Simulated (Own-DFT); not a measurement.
Hf$_{32}$O$_{63}$ (monoclinic hafnia with one vacancy, atoms displaced) (calculated)

A calculation, not a measurement: plane-wave density functional theory by an unreviewed code, no spin, of a simulated periodic cell, stress positive in tension, run twice, with PBE and with PBEsol, both on files made for PBE, so the change isn't that of files made for PBEsol, defect cell not probed for a lower state with spin; hafnium file: forces about 75 meV/angstrom off all-electron values; oxygen file: force components 24 meV/angstrom off all-electron in one glass; forces on such cells passed a denser k mesh, this cell's mesh not checked; the far tail of each file's local potential was reset to the Coulomb form; each entry is a single point on an unrelaxed cell, so the pressure reflects the starting lattice, mostly measured values (interpolated for alloys), from which strain is counted, and rises with the displacements; printed positions are rounded, which can move forces by about a meV/angstrom; the program, named Own-DFT, is a retired in-house code; no spin-orbit coupling; stress was not checked against mesh or cutoff. Program: Own-DFT development build.

Common to all runs: functional PBE, then PBEsol; potential files PseudoDojo norm-conserving, scalar-relativistic, standard set; wave cutoff 72 hartree; occupations Fermi-Dirac; smearing width 0.1 eV; k mesh 2 x 2 x 2 centred on Gamma.

```yaml
- entry: 1
  formula: Hf32O63
  kind: "monoclinic hafnia with one vacancy, atoms displaced"
  structure:
    cell_angstrom: [[10.234, 0.0, 0.0], [0.0, 10.35, 0.0], [-1.6955, 0.0, 10.4453]]
    atoms_fractional:
      - [Hf, 0.13795, 0.02724, 0.10243]
      - [Hf, 0.35904, 0.26601, 0.14561]
      - [Hf, 0.36347, 0.47864, 0.40325]
      - [Hf, 0.13254, 0.23311, 0.34518]
      - [O, 0.01655, 0.17729, 0.17099]
      - [O, 0.46573, 0.41915, 0.08104]
      - [O, 0.47542, 0.32516, 0.33146]
      - [O, 0.03906, 0.08838, 0.41582]
      - [O, 0.24553, 0.37288, 0.252]
      - [O, 0.27334, 0.13614, 0.01597]
      - [O, 0.27404, 0.11238, 0.26107]
      - [O, 0.22441, 0.38384, 0.48639]
      - [Hf, 0.13583, 0.00831, 0.59708]
      - [Hf, 0.36311, 0.26963, 0.65029]
      - [Hf, 0.36325, 0.47307, 0.90204]
      - [Hf, 0.14227, 0.22948, 0.84208]
      - [O, 0.02975, 0.16862, 0.6688]
      - [O, 0.46363, 0.42214, 0.57094]
      - [O, 0.45896, 0.33803, 0.82359]
      - [O, 0.03361, 0.07194, 0.9099]
      - [O, 0.22639, 0.3718, 0.74141]
      - [O, 0.2738, 0.12951, 0.50176]
      - [O, 0.26698, 0.12495, 0.75519]
      - [O, 0.22675, 0.3587, 0.99876]
      - [Hf, 0.14042, 0.5226, 0.10949]
      - [Hf, 0.35202, 0.77863, 0.13932]
      - [Hf, 0.35529, 0.98867, 0.39883]
      - [Hf, 0.1449, 0.74525, 0.34627]
      - [O, 0.03036, 0.66062, 0.17483]
      - [O, 0.47761, 0.92196, 0.07025]
      - [O, 0.45979, 0.83274, 0.31714]
      - [O, 0.0422, 0.5912, 0.42645]
      - [O, 0.22834, 0.87806, 0.23665]
      - [O, 0.27581, 0.62693, 0.01258]
      - [O, 0.27926, 0.62872, 0.2579]
      - [O, 0.22547, 0.88362, 0.49109]
      - [Hf, 0.13088, 0.53235, 0.60107]
      - [Hf, 0.37615, 0.76121, 0.64913]
      - [Hf, 0.36001, 0.9753, 0.89201]
      - [Hf, 0.13597, 0.74652, 0.85451]
      - [O, 0.03315, 0.67362, 0.66879]
      - [O, 0.45786, 0.89745, 0.57432]
      - [O, 0.46926, 0.82028, 0.82914]
      - [O, 0.03037, 0.58145, 0.91927]
      - [O, 0.22502, 0.87559, 0.73631]
      - [O, 0.28198, 0.63279, 0.50517]
      - [O, 0.27126, 0.61701, 0.7549]
      - [O, 0.21484, 0.86375, 0.98223]
      - [Hf, 0.63512, 0.01393, 0.10353]
      - [Hf, 0.86325, 0.27093, 0.14447]
      - [Hf, 0.84947, 0.47764, 0.39172]
      - [Hf, 0.64044, 0.23802, 0.35482]
      - [O, 0.54199, 0.15792, 0.16781]
      - [O, 0.96627, 0.42481, 0.07239]
      - [O, 0.97245, 0.33546, 0.32476]
      - [O, 0.53609, 0.07052, 0.43908]
      - [O, 0.72947, 0.38461, 0.22983]
      - [O, 0.78712, 0.13918, 0.02413]
      - [O, 0.77058, 0.1288, 0.25026]
      - [O, 0.72939, 0.37041, 0.48827]
      - [Hf, 0.64074, 0.01467, 0.59391]
      - [Hf, 0.86189, 0.28611, 0.64796]
      - [Hf, 0.85737, 0.47203, 0.88621]
      - [Hf, 0.64668, 0.22572, 0.86743]
      - [O, 0.96213, 0.41006, 0.58429]
      - [O, 0.97972, 0.32778, 0.82488]
      - [O, 0.53686, 0.09577, 0.92008]
      - [O, 0.71037, 0.37785, 0.732]
      - [O, 0.77623, 0.12187, 0.51228]
      - [O, 0.76648, 0.12064, 0.75387]
      - [O, 0.72872, 0.37579, 0.98307]
      - [Hf, 0.629, 0.52439, 0.11561]
      - [Hf, 0.86824, 0.77014, 0.14519]
      - [Hf, 0.86884, 0.98756, 0.39367]
      - [Hf, 0.63254, 0.72886, 0.34523]
      - [O, 0.54755, 0.67353, 0.16139]
      - [O, 0.94871, 0.92038, 0.07188]
      - [O, 0.97349, 0.8382, 0.32627]
      - [O, 0.5428, 0.58248, 0.41942]
      - [O, 0.73427, 0.87664, 0.24096]
      - [O, 0.78335, 0.62669, 0.00928]
      - [O, 0.78616, 0.61401, 0.26353]
      - [O, 0.71551, 0.87329, 0.4894]
      - [Hf, 0.64807, 0.52513, 0.60907]
      - [Hf, 0.86709, 0.77625, 0.63344]
      - [Hf, 0.85289, 0.98139, 0.88504]
      - [Hf, 0.63928, 0.73296, 0.85029]
      - [O, 0.53548, 0.64995, 0.67149]
      - [O, 0.95837, 0.90612, 0.58949]
      - [O, 0.96939, 0.84757, 0.81277]
      - [O, 0.54538, 0.59204, 0.93422]
      - [O, 0.71894, 0.87741, 0.74517]
      - [O, 0.77654, 0.63427, 0.50035]
      - [O, 0.78461, 0.62274, 0.75907]
      - [O, 0.71612, 0.87243, 0.99646]
  results:
    "PBE_pressure [GPa]": 8.07
    "PBE_stress_xx [GPa]": -8.35
    "PBE_stress_yy [GPa]": -9.02
    "PBE_stress_zz [GPa]": -6.83
    "PBE_stress_yz [GPa]": 0.0
    "PBE_stress_xz [GPa]": 0.44
    "PBE_stress_xy [GPa]": 0.69
    "PBEsol_pressure [GPa]": 1.66
    "PBEsol_stress_xx [GPa]": -1.93
    "PBEsol_stress_yy [GPa]": -2.64
    "PBEsol_stress_zz [GPa]": -0.41
    "PBEsol_stress_yz [GPa]": 0.01
    "PBEsol_stress_xz [GPa]": 0.76
    "PBEsol_stress_xy [GPa]": 0.72
    force_element: [Hf, Hf, Hf, Hf, O, O, O, O, O, O, O, O, Hf, Hf, Hf, Hf, O, O, O, O, O, O, O, O, Hf, Hf, Hf, Hf, O, O, O, O, O, O, O, O, Hf, Hf, Hf, Hf, O, O, O, O, O, O, O, O, Hf, Hf, Hf, Hf, O, O, O, O, O, O, O, O, Hf, Hf, Hf, Hf, O, O, O, O, O, O, O, Hf, Hf, Hf, Hf, O, O, O, O, O, O, O, O, Hf, Hf, Hf, Hf, O, O, O, O, O, O, O, O]
    "PBE_force_x [eV/angstrom]": [-2.708, 2.27, 0.336, 1.223, 6.372, -0.97, -1.015, -1.219, -1.414, -0.082, -0.612, -0.791, -0.277, 0.231, -0.245, -1.182, 0.431, 0.63, 1.801, 0.946, -0.304, 0.017, 1.753, 0.176, -0.906, 2.575, 1.842, -0.648, 1.268, -5.054, 0.106, -0.935, -1.147, 0.06, -0.008, -0.946, 1.185, -2.5, 1.767, -1.869, 0.183, 2.17, -2.164, 1.38, 0.543, -0.072, 0.118, 1.752, 4.076, -2.659, 3.277, 0.609, -2.482, 0.105, -1.531, -0.721, -0.994, -1.066, 0.774, -0.739, -0.389, -0.448, 1.41, -0.406, 2.086, -3.242, -1.855, 1.217, 0.725, -0.245, -0.666, 3.601, -1.792, -2.056, 0.557, -2.659, 2.459, -0.388, -0.318, -0.342, -0.164, -1.017, 0.919, -0.319, -5.16, 0.711, 2.195, -0.233, 5.088, -0.773, -1.764, 0.489, 0.131, -0.596, 0.521]
    "PBE_force_y [eV/angstrom]": [0.019, 0.738, 0.875, 1.444, -4.162, -1.148, 0.675, -1.657, 0.551, -2.797, 1.212, -1.557, 2.845, 0.996, 1.832, -0.412, -1.27, -1.361, -1.115, 0.726, 0.916, 0.652, -2.288, 1.506, -0.479, -2.148, -1.596, -3.445, 0.597, -2.57, 0.518, -0.134, 1.342, 0.461, -0.292, -1.256, -1.084, -1.494, 1.113, -5.743, -0.181, 2.192, 2.16, 1.12, 0.572, 0.753, 0.056, 3.55, 1.562, 4.199, 1.088, -2.587, 2.111, -1.082, 1.456, 2.223, -1.263, -2.472, -1.134, 0.109, -0.049, -4.911, 2.205, 1.754, 3.276, 1.833, -2.223, -0.171, 0.953, 0.15, -0.514, -0.612, -0.952, -0.176, 0.789, 2.691, 0.815, 0.913, -0.262, 0.54, 0.69, 1.252, -0.51, -0.336, -5.725, -0.247, -1.92, 1.228, 6.944, -0.165, -1.405, 0.052, -0.612, -0.414, -0.319]
    "PBE_force_z [eV/angstrom]": [-1.434, 0.771, -0.712, 1.749, -0.021, 0.31, -0.227, 0.663, -1.4, -1.126, -1.64, 0.479, 1.689, -1.14, -0.771, 1.35, -1.075, 1.475, 0.398, 1.39, -0.252, 1.192, -0.212, -0.454, -1.745, 0.548, 0.574, 1.749, 0.428, -0.871, 0.185, -0.574, -0.998, 0.066, -0.286, -1.092, -0.069, -0.353, -0.693, -2.633, 0.01, -0.455, 0.351, 0.045, 0.408, 0.231, 0.941, 3.014, 0.716, -0.83, 0.087, -0.733, 1.047, 0.575, 0.976, -3.056, 2.371, -3.5, 2.713, -0.306, 3.207, 0.532, 2.353, -2.066, -1.609, 0.095, 0.438, 0.776, -0.694, 0.822, 0.155, -3.439, -1.001, -1.186, 0.831, 1.53, 0.314, 0.459, -0.259, 0.657, 0.191, -0.492, -0.74, -1.753, 2.992, 1.407, 2.467, 0.994, -4.143, 1.044, -1.062, -0.991, 0.721, -0.609, -1.786]
    "PBEsol_force_x [eV/angstrom]": [-2.612, 2.179, 0.297, 1.164, 6.225, -0.956, -0.973, -1.193, -1.316, -0.144, -0.656, -0.686, -0.238, -0.005, -0.251, -1.163, 0.434, 0.588, 1.723, 0.913, -0.208, -0.022, 1.657, 0.268, -0.903, 2.472, 1.752, -0.632, 1.246, -4.928, 0.101, -0.879, -1.063, -0.002, -0.08, -0.878, 1.155, -2.425, 1.71, -1.817, 0.18, 2.102, -2.092, 1.336, 0.552, -0.112, 0.059, 1.763, 3.991, -2.615, 3.153, 0.611, -2.406, 0.098, -1.492, -0.716, -0.92, -1.102, 0.714, -0.654, -0.226, -0.395, 1.374, -0.318, 2.01, -3.173, -1.762, 1.275, 0.634, -0.303, -0.574, 3.52, -1.754, -2.012, 0.542, -2.567, 2.37, -0.374, -0.299, -0.277, -0.209, -1.066, 0.934, -0.298, -5.044, 0.725, 2.134, -0.222, 4.999, -0.748, -1.704, 0.539, 0.066, -0.658, 0.553]
    "PBEsol_force_y [eV/angstrom]": [0.053, 0.77, 0.813, 1.375, -4.039, -1.099, 0.639, -1.642, 0.513, -2.712, 1.183, -1.506, 2.799, 1.163, 1.741, -0.429, -1.203, -1.31, -1.119, 0.685, 0.831, 0.597, -2.194, 1.465, -0.394, -2.076, -1.591, -3.395, 0.605, -2.48, 0.47, -0.148, 1.279, 0.452, -0.254, -1.175, -0.975, -1.435, 1.017, -5.615, -0.159, 2.152, 2.083, 1.065, 0.558, 0.708, 0.061, 3.462, 1.559, 4.113, 1.05, -2.526, 2.069, -1.029, 1.377, 2.105, -1.229, -2.392, -1.097, 0.119, -0.154, -4.748, 2.156, 1.713, 3.196, 1.774, -2.155, -0.147, 0.892, 0.125, -0.536, -0.532, -0.877, -0.204, 0.714, 2.599, 0.794, 0.875, -0.253, 0.522, 0.675, 1.197, -0.45, -0.278, -5.589, -0.294, -1.902, 1.227, 6.805, -0.174, -1.386, 0.058, -0.617, -0.434, -0.3]
    "PBEsol_force_z [eV/angstrom]": [-1.437, 0.753, -0.655, 1.669, 0.047, 0.243, -0.265, 0.681, -1.351, -1.077, -1.598, 0.463, 1.63, -1.064, -0.709, 1.275, -0.977, 1.39, 0.328, 1.413, -0.238, 1.147, -0.22, -0.44, -1.756, 0.576, 0.572, 1.667, 0.453, -0.907, 0.127, -0.481, -0.959, 0.095, -0.298, -1.08, -0.114, -0.316, -0.63, -2.613, 0.024, -0.482, 0.278, 0.104, 0.416, 0.234, 0.892, 2.934, 0.675, -0.795, 0.079, -0.762, 1.055, 0.508, 0.904, -2.899, 2.348, -3.416, 2.638, -0.312, 2.979, 0.532, 2.352, -1.881, -1.59, 0.008, 0.472, 0.749, -0.675, 0.829, 0.121, -3.405, -0.961, -1.158, 0.786, 1.566, 0.262, 0.399, -0.195, 0.627, 0.191, -0.461, -0.68, -1.719, 2.975, 1.397, 2.409, 0.991, -4.079, 0.974, -0.977, -0.955, 0.698, -0.596, -1.75]
    "rms_change_of_force_components_from_PBE_to_PBEsol [eV/angstrom]": 0.064
- entry: 2
  formula: Hf32O63
  kind: "monoclinic hafnia with one vacancy, atoms displaced"
  structure:
    cell_angstrom: [[10.234, 0.0, 0.0], [0.0, 10.35, 0.0], [-1.6955, 0.0, 10.4453]]
    atoms_fractional:
      - [Hf, 0.14554, 0.0274, 0.1078]
      - [Hf, 0.36065, 0.25374, 0.14834]
      - [Hf, 0.35543, 0.4889, 0.37645]
      - [Hf, 0.1254, 0.23992, 0.35847]
      - [O, 0.04698, 0.16487, 0.18915]
      - [O, 0.47433, 0.41458, 0.08668]
      - [O, 0.44512, 0.33929, 0.32516]
      - [O, 0.03618, 0.08736, 0.42266]
      - [O, 0.22591, 0.3845, 0.2308]
      - [O, 0.27325, 0.11788, 0.01216]
      - [O, 0.26491, 0.12901, 0.26799]
      - [O, 0.23276, 0.36717, 0.49854]
      - [Hf, 0.15073, 0.03169, 0.6068]
      - [Hf, 0.35779, 0.26211, 0.64667]
      - [Hf, 0.36213, 0.46236, 0.893]
      - [Hf, 0.12555, 0.22269, 0.85088]
      - [O, 0.04238, 0.17098, 0.67167]
      - [O, 0.46374, 0.41404, 0.58746]
      - [O, 0.45462, 0.33125, 0.82252]
      - [O, 0.03348, 0.09836, 0.92992]
      - [O, 0.21231, 0.38222, 0.75102]
      - [O, 0.28481, 0.12854, 0.50709]
      - [O, 0.27888, 0.13158, 0.7587]
      - [O, 0.21041, 0.35773, 0.99774]
      - [Hf, 0.13007, 0.50903, 0.10499]
      - [Hf, 0.35333, 0.77392, 0.14391]
      - [Hf, 0.36169, 0.98818, 0.39633]
      - [Hf, 0.13417, 0.73576, 0.33324]
      - [O, 0.04464, 0.66032, 0.15374]
      - [O, 0.4469, 0.90445, 0.07664]
      - [O, 0.47118, 0.82714, 0.33399]
      - [O, 0.03019, 0.57069, 0.42772]
      - [O, 0.21536, 0.87767, 0.24894]
      - [O, 0.26003, 0.62927, 0.00362]
      - [O, 0.2795, 0.62299, 0.26778]
      - [O, 0.21689, 0.87821, 0.47505]
      - [Hf, 0.14929, 0.51954, 0.60527]
      - [Hf, 0.34821, 0.7611, 0.65042]
      - [Hf, 0.36197, 0.97479, 0.88455]
      - [Hf, 0.13971, 0.72243, 0.84867]
      - [O, 0.04455, 0.67211, 0.66746]
      - [O, 0.46692, 0.92533, 0.58425]
      - [O, 0.4689, 0.83887, 0.8353]
      - [O, 0.02992, 0.58244, 0.906]
      - [O, 0.21435, 0.87261, 0.72903]
      - [O, 0.27422, 0.62952, 0.5077]
      - [O, 0.26323, 0.62226, 0.75358]
      - [O, 0.21052, 0.879, 0.99015]
      - [Hf, 0.64306, 0.03213, 0.10445]
      - [Hf, 0.8593, 0.27229, 0.15021]
      - [Hf, 0.85503, 0.47584, 0.39673]
      - [Hf, 0.62826, 0.23307, 0.34743]
      - [O, 0.54999, 0.15894, 0.17439]
      - [O, 0.96861, 0.40333, 0.07206]
      - [O, 0.94752, 0.33066, 0.32888]
      - [O, 0.5403, 0.09174, 0.42749]
      - [O, 0.71574, 0.38046, 0.2342]
      - [O, 0.77868, 0.13039, 0.01519]
      - [O, 0.78487, 0.12774, 0.27759]
      - [O, 0.73786, 0.36882, 0.50234]
      - [Hf, 0.65404, 0.02686, 0.59685]
      - [Hf, 0.8567, 0.27746, 0.6558]
      - [Hf, 0.86973, 0.4851, 0.88579]
      - [Hf, 0.63194, 0.22645, 0.8504]
      - [O, 0.53239, 0.17994, 0.67066]
      - [O, 0.95993, 0.43091, 0.57336]
      - [O, 0.96315, 0.31935, 0.82281]
      - [O, 0.54307, 0.08446, 0.92151]
      - [O, 0.73288, 0.37612, 0.74635]
      - [O, 0.77837, 0.12949, 0.5196]
      - [O, 0.76224, 0.12434, 0.75342]
      - [O, 0.72394, 0.36877, 0.98409]
      - [Hf, 0.646, 0.52401, 0.10228]
      - [Hf, 0.85504, 0.75726, 0.15009]
      - [Hf, 0.85482, 0.00328, 0.39274]
      - [Hf, 0.6423, 0.72638, 0.34985]
      - [O, 0.52916, 0.66258, 0.18011]
      - [O, 0.96515, 0.8305, 0.31664]
      - [O, 0.53662, 0.57012, 0.43397]
      - [O, 0.738, 0.88502, 0.24356]
      - [O, 0.76325, 0.62816, 0.00912]
      - [O, 0.78065, 0.62661, 0.25827]
      - [O, 0.71364, 0.85606, 0.47309]
      - [Hf, 0.64668, 0.51962, 0.59864]
      - [Hf, 0.87634, 0.7447, 0.64903]
      - [Hf, 0.86373, 0.97681, 0.89503]
      - [Hf, 0.62084, 0.71942, 0.846]
      - [O, 0.54712, 0.66976, 0.68603]
      - [O, 0.97033, 0.91677, 0.57297]
      - [O, 0.95987, 0.85027, 0.81872]
      - [O, 0.547, 0.58813, 0.91981]
      - [O, 0.71327, 0.87055, 0.757]
      - [O, 0.77401, 0.63886, 0.49953]
      - [O, 0.77455, 0.62965, 0.76255]
      - [O, 0.71455, 0.88551, 0.98032]
  results:
    "PBE_pressure [GPa]": 10.03
    "PBE_stress_xx [GPa]": -9.85
    "PBE_stress_yy [GPa]": -9.9
    "PBE_stress_zz [GPa]": -10.35
    "PBE_stress_yz [GPa]": 0.29
    "PBE_stress_xz [GPa]": 0.06
    "PBE_stress_xy [GPa]": 1.17
    "PBEsol_pressure [GPa]": 3.62
    "PBEsol_stress_xx [GPa]": -3.44
    "PBEsol_stress_yy [GPa]": -3.53
    "PBEsol_stress_zz [GPa]": -3.88
    "PBEsol_stress_yz [GPa]": 0.35
    "PBEsol_stress_xz [GPa]": 0.34
    "PBEsol_stress_xy [GPa]": 1.14
    force_element: [Hf, Hf, Hf, Hf, O, O, O, O, O, O, O, O, Hf, Hf, Hf, Hf, O, O, O, O, O, O, O, O, Hf, Hf, Hf, Hf, O, O, O, O, O, O, O, O, Hf, Hf, Hf, Hf, O, O, O, O, O, O, O, O, Hf, Hf, Hf, Hf, O, O, O, O, O, O, O, O, Hf, Hf, Hf, Hf, O, O, O, O, O, O, O, O, Hf, Hf, Hf, Hf, O, O, O, O, O, O, O, Hf, Hf, Hf, Hf, O, O, O, O, O, O, O, O]
    "PBE_force_x [eV/angstrom]": [-1.976, -0.718, 0.373, 1.297, -2.689, -1.693, 3.509, 0.342, -0.961, 1.803, 2.348, -1.221, -2.691, 1.29, -0.855, 3.149, -0.883, 1.075, 1.255, -1.951, 0.744, -0.837, -0.195, 1.961, 2.559, 0.105, 0.657, -1.622, -2.466, 2.734, -1.846, 1.204, 1.864, 1.013, -0.587, 0.7, -1.505, 3.3, -0.53, -1.267, 0.891, -1.12, -2.204, 0.248, 0.998, 0.029, 2.528, 0.436, 2.933, 0.459, 1.295, -0.048, -3.875, -0.92, 1.311, -0.347, 0.185, 0.03, -1.734, -2.0, -3.929, 1.938, -2.745, 0.979, 1.226, -0.029, -1.343, -2.259, -0.998, 1.53, 1.272, 0.114, -2.636, 1.208, 2.914, -2.027, 0.428, 0.046, 0.805, -1.222, 2.98, -0.177, 0.986, -3.146, -2.631, -2.226, 5.717, -3.183, -0.625, 2.505, -5.865, 1.67, 0.266, 1.847, 0.729]
    "PBE_force_y [eV/angstrom]": [-1.799, 3.031, -1.22, -0.753, 0.939, -1.109, -3.223, 0.712, -0.924, 0.961, -0.341, 0.716, -2.953, 2.808, 2.093, 1.313, -0.093, 1.002, -0.656, -2.475, 0.441, 0.157, -2.255, 0.177, -0.175, -1.898, -3.029, -0.598, 2.127, 3.128, 1.465, 1.371, 1.631, -0.34, 1.48, -0.279, -1.615, 2.295, 0.623, 3.049, -1.201, -0.468, -0.357, -0.305, 0.909, 0.349, -0.756, -1.129, -6.11, -0.469, 1.888, 1.5, 3.071, 0.459, -0.414, 0.224, -0.3, 0.606, 3.517, -0.146, -4.465, -1.581, -1.873, 1.061, -1.564, -1.31, 2.887, -0.893, 1.778, 1.149, -0.105, 0.477, -0.636, 3.661, -7.386, 0.539, -0.708, 0.06, 1.198, 0.437, 0.285, -1.784, 4.184, -0.454, 6.013, -0.383, 6.695, -1.779, 0.024, -2.669, -6.055, 2.278, -2.558, -2.239, -0.933]
    "PBE_force_z [eV/angstrom]": [-0.391, -0.977, 5.349, 0.868, -1.812, -1.601, -0.531, 0.362, 1.22, -0.024, -0.502, -1.206, -2.232, -1.572, 2.415, 0.784, -0.927, -0.102, 1.174, 1.255, -0.608, 0.322, 1.038, -0.798, -1.804, 0.952, 1.606, 3.961, 1.021, -0.935, -0.657, -1.709, -2.655, 0.499, -2.645, 1.571, -2.125, -2.752, 2.119, 2.512, 0.073, -0.432, -1.1, 0.246, 1.151, 0.407, 1.184, -1.142, -2.351, -2.043, 0.755, 2.18, 1.131, -0.199, -0.044, -1.164, 0.818, 0.794, -3.799, -1.748, 3.094, -2.126, 1.158, 0.07, -0.43, 2.262, 1.354, 0.618, -0.488, -1.768, 1.009, 0.71, -0.228, -1.613, 3.861, 0.09, -1.401, -0.138, -1.611, -1.471, -0.072, -0.009, 2.638, 1.08, -1.243, 0.349, 2.805, -5.684, 0.159, -0.126, 2.259, -2.971, 1.009, -0.625, 2.3]
    "PBEsol_force_x [eV/angstrom]": [-1.699, -0.747, 0.357, 1.259, -2.58, -1.646, 3.409, 0.332, -0.879, 1.654, 2.234, -1.147, -2.626, 1.279, -0.849, 3.073, -0.827, 1.051, 1.205, -1.891, 0.801, -0.874, -0.245, 1.953, 2.521, 0.126, 0.603, -1.544, -2.408, 2.607, -1.793, 1.142, 1.856, 0.898, -0.628, 0.742, -1.462, 3.171, -0.514, -1.199, 0.86, -1.095, -2.157, 0.238, 1.037, -0.038, 2.382, 0.485, 2.912, 0.418, 1.293, -0.037, -3.761, -0.885, 1.276, -0.319, 0.245, -0.055, -1.738, -1.873, -3.86, 1.856, -2.694, 0.957, 1.185, -0.044, -1.306, -2.171, -0.882, 1.438, 1.179, 0.161, -2.579, 1.047, 2.821, -1.973, 0.448, 0.067, 0.796, -1.113, 2.843, -0.221, 0.993, -3.077, -2.56, -2.292, 5.596, -3.083, -0.589, 2.397, -5.689, 1.676, 0.197, 1.772, 0.801]
    "PBEsol_force_y [eV/angstrom]": [-1.592, 3.044, -1.241, -0.827, 0.933, -1.074, -3.151, 0.711, -0.892, 0.911, -0.331, 0.706, -2.852, 2.78, 1.953, 1.281, -0.091, 0.965, -0.651, -2.456, 0.439, 0.132, -2.197, 0.176, -0.176, -1.808, -2.991, -0.572, 2.087, 3.034, 1.41, 1.287, 1.572, -0.308, 1.452, -0.248, -1.539, 2.268, 0.549, 2.906, -1.162, -0.428, -0.344, -0.305, 0.863, 0.329, -0.694, -1.08, -5.893, -0.387, 1.797, 1.387, 3.023, 0.475, -0.432, 0.211, -0.304, 0.573, 3.449, -0.101, -4.288, -1.487, -1.887, 0.993, -1.497, -1.26, 2.805, -0.879, 1.714, 1.092, -0.085, 0.465, -0.609, 3.443, -7.223, 0.509, -0.66, -0.014, 1.146, 0.407, 0.269, -1.676, 4.086, -0.424, 5.872, -0.392, 6.525, -1.722, 0.049, -2.608, -5.927, 2.236, -2.508, -2.177, -0.865]
    "PBEsol_force_z [eV/angstrom]": [-0.392, -0.91, 5.248, 0.811, -1.725, -1.616, -0.592, 0.377, 1.171, 0.031, -0.524, -1.162, -2.208, -1.514, 2.35, 0.724, -0.821, -0.127, 1.096, 1.266, -0.59, 0.332, 0.974, -0.78, -1.785, 0.954, 1.632, 3.842, 1.07, -0.971, -0.699, -1.587, -2.594, 0.472, -2.569, 1.513, -2.095, -2.655, 2.112, 2.417, 0.147, -0.499, -1.105, 0.265, 1.115, 0.432, 1.108, -1.09, -2.341, -1.957, 0.798, 2.08, 1.161, -0.219, -0.102, -1.086, 0.785, 0.789, -3.712, -1.67, 3.0, -2.051, 1.131, 0.03, -0.347, 2.134, 1.26, 0.647, -0.488, -1.738, 0.966, 0.701, -0.236, -1.393, 3.8, 0.092, -1.322, -0.228, -1.521, -1.424, -0.045, -0.054, 2.521, 1.004, -1.187, 0.163, 2.687, -5.471, 0.132, -0.133, 2.257, -2.838, 0.99, -0.631, 2.215]
    "rms_change_of_force_components_from_PBE_to_PBEsol [eV/angstrom]": 0.074
```
